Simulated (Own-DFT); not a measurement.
## Calculated data, SiC (2H silicon carbide, atoms displaced)

All values are calculated (Own-DFT development build). A calculation, not a measurement: plane-wave PBE density functional theory by an unreviewed code, no spin, of a simulated periodic cell, stress positive in tension, free energy of the whole cell less one offset for each atom, forces on such cells passed a denser k mesh, this cell's mesh not checked; offsets are fitted by least squares, one for each functional and potential file, so energies compare only between cells with the same atoms and settings and are not formation energies; the far tail of each file's local potential was reset to the Coulomb form; each entry is a single point on an unrelaxed cell, so the pressure reflects the starting lattice, mostly measured values (interpolated for alloys), from which strain is counted, and rises with the displacements; printed positions are rounded, which can move forces by about a meV/angstrom; the program, named Own-DFT, is a retired in-house code; no spin-orbit coupling.

SiC (2H silicon carbide, atoms displaced)

```xyz
72
Lattice="9.2481 0.0000 0.0000 -4.6241 8.0091 0.0000 0.0000 0.0000 10.0681" Properties=species:S:1:pos:R:3 SiC
Si     4.5916     7.9328    10.0225
Si    -0.0126     1.7585     2.5417
C      4.5509     8.0083     2.0048
C      0.0621     1.6596     4.4400
Si     4.6296     7.9577     4.9883
Si     0.0042     1.7826     7.5964
C      4.5876     8.0026     6.9854
C     -0.0941     1.8468     9.4573
Si     7.6727     2.6021    10.0441
Si    -1.6341     4.4502     2.4978
C     -1.4340     2.6028     1.9362
C     -1.4750     4.4981     4.3115
Si    -1.5260     2.6600     5.0681
Si    -1.5409     4.5254     7.5436
C      7.6343     2.7760     6.9253
C     -1.5386     4.4337     9.5136
Si    -2.9731     5.4017     0.0167
Si    -3.0627     7.1855     2.4857
C      6.1545     5.2689     1.9404
C     -3.0544     7.0890     4.3341
Si    -3.0433     5.3104     4.9444
Si    -3.0943     7.1116     7.4416
C     -3.0046     5.4221     6.9514
C     -2.9749     7.1871     9.4375
Si    -1.5628     7.9399    10.0524
Si     3.1304     1.8453     2.5574
C     -1.5295     7.9467     1.7964
C      3.0836     1.7332     4.3954
Si    -1.5095     7.9860     5.0225
Si     3.0349     1.8092     7.6016
C     -1.5355     7.9729     6.8381
C      3.0508     1.7434     9.4984
Si     1.5958     2.7048     0.0543
Si     1.5058     4.4911     2.5402
C      1.5759     2.7117     1.8732
C      1.5014     4.4868     4.3264
Si     1.6024     2.6182     5.0267
Si     1.4774     4.4237     7.4881
C      1.5829     2.6522     6.9299
C      1.6365     4.5004     9.4635
Si     0.0152     5.3813    10.0544
Si     0.0239     7.1059     2.5464
C      0.0053     5.4457     1.8083
C      0.0688     7.1495     4.4582
Si    -0.0052     5.2733     5.1317
Si    -0.0494     7.1348     7.5755
C      0.0344     5.3571     6.9768
C     -0.0673     7.0376     9.4566
Si     1.5680     7.9825    10.0419
Si     6.2030     1.7270     2.5565
C      1.5455     7.9153     1.8882
C      6.1440     1.7966     4.4419
Si     1.5229     7.9551     5.1309
Si     6.0788     1.7432     7.5503
C      1.5482     7.9499     6.9296
C      6.1963     1.7402     9.3536
Si     4.5865     2.6288     0.0927
Si     4.5465     4.3708     2.4664
C      4.6789     2.6061     1.8329
C      4.5916     4.4122     4.3513
Si     4.6027     2.6251     5.0638
Si     4.7673     4.4237     7.5169
C      4.6796     2.6275     6.9908
C      4.6321     4.5236     9.4583
Si     3.1670     5.4182     0.0265
Si     3.2150     7.1054     2.6577
C      3.0275     5.2258     1.9111
C      3.0913     7.0770     4.3940
Si     3.0132     5.3030     5.0049
Si     3.0886     7.0214     7.5536
C      3.1651     5.3278     6.9230
C      3.1199     7.1238     9.4521
```

- functional: PBE
- potential files: PseudoDojo norm-conserving, scalar-relativistic, standard set
- wave cutoff: 42 hartree
- occupations: Fermi-Dirac
- smearing width: 0.1 eV
- hardware: one NVIDIA H100
- k mesh: 4 x 4 x 3 centred on Gamma
- free energy of cell above offsets: -5.736 eV
- pressure: 5.44 GPa
- stress xx: -5.08 GPa
- stress yy: -3.33 GPa
- stress zz: -7.92 GPa
- stress yz: -0.08 GPa
- stress xz: -0.68 GPa
- stress xy: 0.66 GPa
- wall time: 355.6 s

Force:
```csv
element,x (eV/Å),y (eV/Å),z (eV/Å)
Si,1.837,2.642,1.349
Si,2.202,0.1,0.306
C,2.907,0.133,-2.91
C,-0.773,2.581,-0.155
Si,0.379,-0.809,1.575
Si,-1.092,0.471,-0.671
C,0.302,0.024,-1.37
C,3.244,-1.916,-0.085
Si,-0.359,1.774,1.246
Si,3.49,-0.587,-0.973
C,-3.309,1.496,-0.99
C,-0.701,-1.496,2.304
Si,0.078,0.208,-0.888
Si,0.46,-1.212,1.626
C,0.969,-1.646,0.272
C,0.684,-0.087,-1.437
Si,-1.947,-0.981,0.293
Si,-0.225,-1.673,-0.188
C,-1.847,1.951,-1.25
C,0.124,0.342,1.402
Si,-0.64,0.177,0.412
Si,0.275,1.967,2.027
C,-0.926,-1.999,-2.196
C,-3.894,-2.004,-1.448
Si,2.198,2.314,0.619
Si,-0.881,-1.841,-1.919
C,0.168,1.631,2.642
C,0.693,0.444,0.511
Si,-0.23,-0.503,-1.044
Si,1.655,-1.084,0.083
C,-0.434,1.32,1.853
C,0.626,0.058,-0.763
Si,-1.558,0.34,-1.213
Si,-1.338,-0.409,-2.321
C,-0.504,-0.788,1.956
C,-0.008,-1.602,3.023
Si,-1.379,0.547,-0.267
Si,3.138,0.311,2.499
C,-1.381,0.303,-0.606
C,-1.228,-0.433,-0.903
Si,0.622,-2.624,0.261
Si,-0.39,0.388,-0.331
C,-0.63,-2.395,2.064
C,-1.554,-1.585,-0.562
Si,0.193,1.744,-2.191
Si,0.837,-0.231,-0.087
C,-1.134,-0.093,-0.747
C,1.456,2.74,-1.538
Si,-0.898,-0.123,0.744
Si,0.395,-0.511,-0.666
C,1.297,1.36,0.393
C,0.694,-0.979,0.217
Si,1.349,1.285,-2.034
Si,3.234,-0.522,-0.418
C,-0.21,0.271,1.583
C,-1.618,-0.129,2.374
Si,0.927,0.816,-3.987
Si,1.453,0.568,0.286
C,0.029,0.097,3.057
C,0.09,-0.294,1.196
Si,0.494,0.812,-0.124
Si,-1.874,0.642,1.344
C,-2.702,0.971,-1.509
C,1.674,-1.203,-0.151
Si,-1.414,-1.817,0.074
Si,-3.995,-1.801,-3.242
C,1.766,2.496,-0.23
C,-0.485,0.366,2.929
Si,1.835,0.263,0.443
Si,0.072,1.442,0.2
C,-1.078,-1.618,-0.946
C,-1.208,-0.401,-0.806
```
